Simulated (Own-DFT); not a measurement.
# What a defect does to the pressure of its cell: zincblende GaAs

No measurement is shown. These are fixed-geometry runs of a retired plane-wave code named Own-DFT, which no person has reviewed; spin and spin-orbit coupling are neglected.

All runs used: PBE; PseudoDojo norm-conserving scalar-relativistic files; cutoff 42 hartree; 3 x 3 x 3 k mesh centred on Gamma; Fermi-Dirac smearing of 0.1 eV.

Known weak points (not all hold for every row): not probed for a lower state with spin; forces not confirmed at this smearing and k mesh; stress not checked against mesh or cutoff.

All runs share one cell, with vectors in Å (11.737, 0.000, 0.000); (0.000, 11.737, 0.000); (0.000, 0.000, 10.919) and a volume of 1504.3 Å³, strained against the parent crystal. The atoms are randomly displaced, by u rms on each axis. The defect's site can differ from row to row.

```
cell,formula,u (Å),P (GPa)
no defect,As32Ga32,0.0319,0.77
no defect,As32Ga32,0.0484,1.00
no defect,As32Ga32,0.0543,1.11
one As vacancy and one Ga vacancy,As31Ga31,0.0265,0.45
one As vacancy and one Ga vacancy,As31Ga31,0.0284,0.39
one As vacancy and one Ga vacancy,As31Ga31,0.0546,0.96
one P on an As site,As31Ga32P,0.0316,0.56
one P on an As site,As31Ga32P,0.0319,0.53
one P on an As site,As31Ga32P,0.0466,0.83
one In on a Ga site,As32Ga31In,0.0293,1.34
one In on a Ga site,As32Ga31In,0.0301,?
one In on a Ga site,As32Ga31In,0.0535,1.84
one In on a Ga site,As32Ga31In,0.0551,1.75
one Al on a Ga site,AlAs32Ga31,0.0300,0.76
one Al on a Ga site,AlAs32Ga31,0.0499,1.10
one Al on a Ga site,AlAs32Ga31,0.0527,1.11
```

## Worked fit

P = P0 + c u² + a shift for each defect gives P0 = 0.51 GPa, c = 214 ± 14 GPa/Å² and a scatter of 0.05 GPa. The shifts, and each times the cell's volume:

- one In on a Ga site: 0.65 ± 0.04 GPa, 6.1 eV
- one Al on a Ga site: 0.04 ± 0.04 GPa, 0.4 eV (not resolved)
- one P on an As site: -0.17 ± 0.04 GPa, -1.6 eV
- one As vacancy and one Ga vacancy: -0.23 ± 0.04 GPa, -2.2 eV

A positive shift means that the defect pushes the cell outwards. Shift times volume (160.2 GPa Å³ is 1 eV) depends little on the cell's size, so, taken for each site, it can be compared between cells at like pressure. The atoms around the defects weren't relaxed, which would change these numbers.

## Check

Question: what pressure belongs in the blank (one In on a Ga site, u = 0.0301 Å)?

The fitted form gives 1.35 ± 0.06 GPa. Computed: 1.32 GPa.
